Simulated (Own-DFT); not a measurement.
# Shaking the atoms of zincblende InP, 64 atoms (In32P32)

All numbers below are calculated, not measured. They come from Own-DFT, an in-house plane-wave density functional program, since retired, whose code no person has reviewed. Each row is one single-point run on a periodic cell that was not relaxed, without spin or spin-orbit coupling.

Settings of every run: PBE; PseudoDojo norm-conserving scalar-relativistic files; cutoff 36 hartree; 3 x 3 x 3 k mesh centred on Gamma; Fermi-Dirac smearing of 0.1 eV.

Known limits: forces on such cells moved up to 12 meV/angstrom on a denser k mesh; stress not checked against mesh or cutoff.

Cell vectors in Å: (11.737, 0.000, 0.000); (0.000, 11.737, 0.000); (0.000, 0.000, 11.737). In each run every atom was moved at random and independently from its ideal site; u is the rms move along one axis. E is the free energy for each atom above the fitted value at u = 0, and F the rms of the force components.

| run | u (Å) | E (meV/atom) | F (eV/Å) | largest force (eV/Å) | P (GPa) |
|---|---|---|---|---|---|
| 1 | 0.0190 | 5.9 | 0.214 | 0.80 | 3.19 |
| 2 | 0.0208 | ? | ? | ? | ? |
| 3 | 0.0209 | 7.2 | 0.248 | 0.92 | 3.21 |
| 4 | 0.0450 | 32.3 | 0.574 | 1.89 | 3.51 |
| 5 | 0.0491 | 37.9 | 0.616 | 1.96 | 3.56 |
| 6 | 0.1042 | 179.5 | 1.816 | 12.27 | 5.32 |
| 7 | 0.1043 | 178.3 | 1.600 | 8.43 | 5.24 |
| 8 | 0.1070 | 187.6 | 1.567 | 6.17 | 5.61 |
| 9 | 0.1498 | 322.5 | 2.064 | 8.38 | 7.06 |
| 10 | 0.1869 | 465.0 | 2.625 | 13.96 | 8.36 |

## Worked fit

For small independent moves the energy grows as E = (3/2) K u², with K the mean stiffness felt by one atom. The runs with u up to 0.11 Å give K = 10.8 ± 0.1 eV/Å², with residuals divided by u² + 0.0006 Å², since the noise grows with the moves. The scatter is 0.8 meV/atom at u = 0.05 Å. The forces follow F = G u with G = 13.8 eV/Å²; no force at u = 0 is resolved. G exceeds K because the moves of its neighbours add to the force on an atom, and stiffness differs between atoms. At u = 0.187 Å the parabola gives 568 meV/atom and the run 465. The pressure follows P = 3.10 + 207 u² GPa: at fixed volume, shortened bonds push harder than stretched ones pull.

## Withheld run

Question: what energy and rms force should run 2 give?

The fit gives 7 ± 1 meV/atom and about 0.29 eV/Å. The calculation gave 7.0 meV/atom and 0.238 eV/Å. This run lies off the fit, by chance or by something that the fit leaves out.
